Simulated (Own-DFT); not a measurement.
# Strain and stress in wurtzite AlGaN with randomly placed atoms, 128 atoms (Al48Ga16N64)

All numbers below are calculated, not measured. The program, named Own-DFT, is a retired in-house plane-wave density functional code that no person has reviewed. Each row is one single-point run on a periodic cell that was not relaxed, without spin or spin-orbit coupling.

Settings of every run: PBE; PseudoDojo norm-conserving scalar-relativistic files (stringent for Ga); cutoff 96 hartree; 3 x 3 x 3 k mesh centred on Gamma; Gaussian smearing of 0.01 eV.

Known limits: k mesh not checked against a denser one; stress not checked against mesh or cutoff.

Unstrained cell vectors in Å: (12.525, 0.000, 0.000); (-6.263, 10.847, 0.000); (0.000, 0.000, 10.066). The unstrained cell has measured lattice constants (interpolated for alloys), not those of this functional. That, the random moves and any unrelaxed bonds set the pressure at no strain. Each run strains this cell uniformly, with the atoms carried along. Every atom was also moved at random, by a Gaussian of width 0.05 Å on each axis. The random placing of the alloy's atoms differs from row to row. Strain is the symmetric tensor, in per cent. Stress is positive in tension, and the pressure is minus a third of its trace.

| run | e_xx (%) | e_yy (%) | e_zz (%) | s_xx (GPa) | s_yy (GPa) | s_zz (GPa) | P (GPa) | E (meV/atom) |
|---|---|---|---|---|---|---|---|---|
| 1 | 1.75 | 1.75 | 0.00 | 4.57 | 2.13 | -5.36 | -0.44 | 5.9 |
| 2 | -1.25 | -1.25 | 0.00 | -14.47 | -13.90 | -8.64 | 12.34 | 37.9 |
| 3 | 2.50 | 2.50 | 0.00 | 6.33 | 6.13 | -3.71 | -2.92 | 16.1 |
| 4 | -2.25 | -2.25 | 0.00 | -20.95 | -21.06 | -10.57 | 17.53 | 63.4 |
| 5 | -2.50 | -2.50 | 0.00 | -24.52 | -21.05 | -10.51 | 18.69 | 62.4 |
| 6 | 0.25 | 0.25 | 0.00 | -5.74 | -6.05 | -5.35 | 5.71 | 25.5 |
| 7 | -0.25 | -0.25 | 0.00 | -9.03 | -6.41 | -7.77 | 7.74 | 22.6 |
| 8 | 1.25 | 1.25 | 0.00 | 0.46 | 0.43 | -4.08 | 1.06 | 0.0 |
| 9 | -1.75 | -1.75 | 0.00 | ? | ? | ? | ? | ? |

E is the free energy for each atom above the lowest run shown.

## Worked fit

The change of volume is close to e_xx + e_yy + e_zz. A straight line through the runs shown gives P = 7.25 - 221 x (fractional change of volume) GPa, with an error of 7 on the slope and a scatter of 0.66 GPa. The strain isn't the same on all axes and the cell isn't cubic, so the slope belongs to this path and is not the bulk modulus.

## Withheld run

Question: what pressure should run 9 give? Its volume changes by -3.47 %.

The line gives 14.9 GPa. The calculation gave 14.75 GPa.
